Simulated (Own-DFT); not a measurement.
# Response to strain: 2H SiC, 72 atoms (C36Si36)

Calculated results; nothing here was measured. They come from Own-DFT, an in-house plane-wave density functional program, since retired, whose code no person has reviewed. Each row is one single-point run on a periodic cell that was not relaxed, without spin or spin-orbit coupling.

Settings of every run: PBE; PseudoDojo norm-conserving scalar-relativistic files; cutoff 42 hartree; 4 x 4 x 3 k mesh centred on Gamma; Fermi-Dirac smearing of 0.1 eV.

Known limits: forces on such cells passed a denser k mesh, each cell not checked; stress not checked against mesh or cutoff.

Unstrained cell vectors in Å: (9.248, 0.000, 0.000); (-4.624, 8.009, 0.000); (0.000, 0.000, 10.068). The unstrained cell has measured lattice constants (interpolated for alloys), not those of this functional. That, the random moves and any unrelaxed bonds set the pressure at no strain. Each run strains this cell uniformly, with the atoms carried along. Every atom was also moved at random, by a Gaussian of width 0.05 Å on each axis. Strain is the symmetric tensor, in per cent. Stress is positive in tension, and the pressure is minus a third of its trace.

| run | e_xx (%) | e_yy (%) | e_zz (%) | e_yz (%) | e_xz (%) | e_xy (%) | s_xx (GPa) | s_yy (GPa) | s_zz (GPa) | s_yz (GPa) | s_xz (GPa) | s_xy (GPa) | P (GPa) | E (meV/atom) |
|---|---|---|---|---|---|---|---|---|---|---|---|---|---|---|
| 1 | 0.94 | -0.37 | -1.95 | 1.23 | -1.97 | 1.12 | 0.41 | -6.52 | -19.03 | 4.41 | -6.00 | 5.68 | 8.38 | 18.1 |
| 2 | -1.89 | 0.72 | 1.42 | 0.62 | -0.49 | 1.01 | -15.05 | -0.63 | -1.02 | 1.46 | -2.24 | 6.16 | 5.57 | 34.1 |
| 3 | 1.81 | -1.56 | -1.90 | -1.41 | -1.13 | -1.72 | 3.45 | -12.60 | -21.33 | -5.53 | -4.54 | -8.54 | 10.16 | 47.1 |
| 4 | 0.54 | 1.29 | -0.66 | 0.00 | 1.69 | 0.42 | -0.73 | 2.00 | -10.91 | -0.09 | 5.41 | 2.31 | 3.21 | 24.2 |
| 5 | 1.41 | 1.45 | 1.71 | 0.13 | -0.14 | -0.86 | 6.02 | 4.68 | 2.75 | 0.23 | 0.41 | -2.63 | -4.48 | 0.0 |
| 6 | -0.63 | 0.54 | -0.97 | 1.60 | -1.07 | -1.05 | -7.17 | -4.04 | -11.80 | 5.89 | -4.30 | -2.69 | 7.67 | 18.6 |
| 7 | -0.21 | 0.01 | 1.06 | -0.43 | 0.18 | -1.73 | -3.56 | -4.20 | -1.97 | -0.61 | 0.43 | -7.32 | 3.24 | 4.4 |
| 8 | 0.92 | 0.18 | -1.62 | 0.80 | 1.23 | -1.81 | 0.64 | -3.21 | -19.17 | 2.56 | 4.14 | -8.76 | 7.24 | 28.4 |
| 9 | 1.82 | 0.33 | -1.48 | 1.67 | 1.17 | -1.36 | 5.97 | -2.24 | -16.98 | 5.88 | 3.89 | -4.87 | 4.41 | 29.5 |
| 10 | -0.82 | 1.36 | 1.67 | -1.12 | 1.00 | -1.14 | -8.71 | 3.44 | 2.83 | -4.11 | 2.80 | -4.90 | 0.81 | 15.6 |
| 11 | -1.21 | -0.18 | -0.36 | -0.26 | 1.09 | -1.89 | -14.35 | -7.30 | -8.33 | -0.78 | 3.61 | -8.73 | 9.99 | 29.4 |
| 12 | -1.08 | 1.91 | 0.60 | -0.36 | 1.80 | 0.89 | -8.15 | 4.61 | -4.84 | -1.65 | 6.50 | 3.31 | 2.79 | 32.3 |
| 13 | 0.25 | 0.79 | 1.48 | -1.08 | 1.02 | -1.09 | -3.80 | 0.88 | 1.29 | -2.87 | 2.56 | -5.13 | 0.55 | 26.7 |
| 14 | 1.37 | -0.16 | 1.80 | 1.73 | -0.53 | -1.14 | 3.90 | -3.13 | 2.39 | 6.73 | -1.55 | -4.92 | -1.05 | 10.1 |
| 15 | -0.83 | -0.06 | -1.22 | -1.85 | -1.82 | -0.42 | -9.02 | -4.41 | -17.38 | -5.62 | -5.56 | -1.32 | 10.27 | 33.0 |
| 16 | 1.05 | -0.47 | 1.58 | -1.40 | -0.65 | -0.29 | 3.05 | -6.81 | 1.33 | -4.26 | -1.34 | -0.54 | 0.81 | 9.4 |
| 17 | 1.75 | -1.96 | 1.26 | -1.29 | -0.40 | -1.59 | ? | ? | ? | ? | ? | ? | ? | ? |

E is the free energy for each atom above the lowest run shown.

## Worked fit

Each stress component was fitted by least squares to a constant and the strains of the runs shown, as fractions, with shears doubled. Shear strains stay in the fit of a normal stress only where such slopes are resolved. The slopes, in GPa:

| stress | at no strain | per e_xx | per e_yy | per e_zz | scatter |
|---|---|---|---|---|---|
| s_xx | -4.6 | 603 ± 30 | 95 ± 43 | 31 ± 24 | 1.24 |
| s_yy | -4.5 | 61 ± 20 | 527 ± 30 | 45 ± 17 | 0.86 |
| s_zz | -8.3 | 2 ± 31 | 50 ± 45 | 597 ± 26 | 1.31 |

Each shear stress against twice its own strain: yz 173 ± 7, xz 162 ± 10, xy 220 ± 11 GPa. These are stiffnesses along x, y and z of the frame in which the cell vectors are given, which need not be the crystal's axes. The atoms are held to the strained lattice; where symmetry lets them move under strain, relaxing them would lower some slopes. The table should be nearly symmetric about its diagonal, and what it lacks of that shows the noise. A ninth of its sum, 223 ± 5 GPa, estimates the bulk modulus near the mean pressure of these runs, 4.3 GPa, so it lies above the value at zero pressure.

## Withheld run

Question: what normal stresses and pressure should run 17 give?

The fit gives s_xx = 4.5, s_yy = -13.2, s_zz = -1.7 and P = 3.5 GPa. The calculation gave 4.00, -15.15, 0.76 and P = 3.46 GPa.
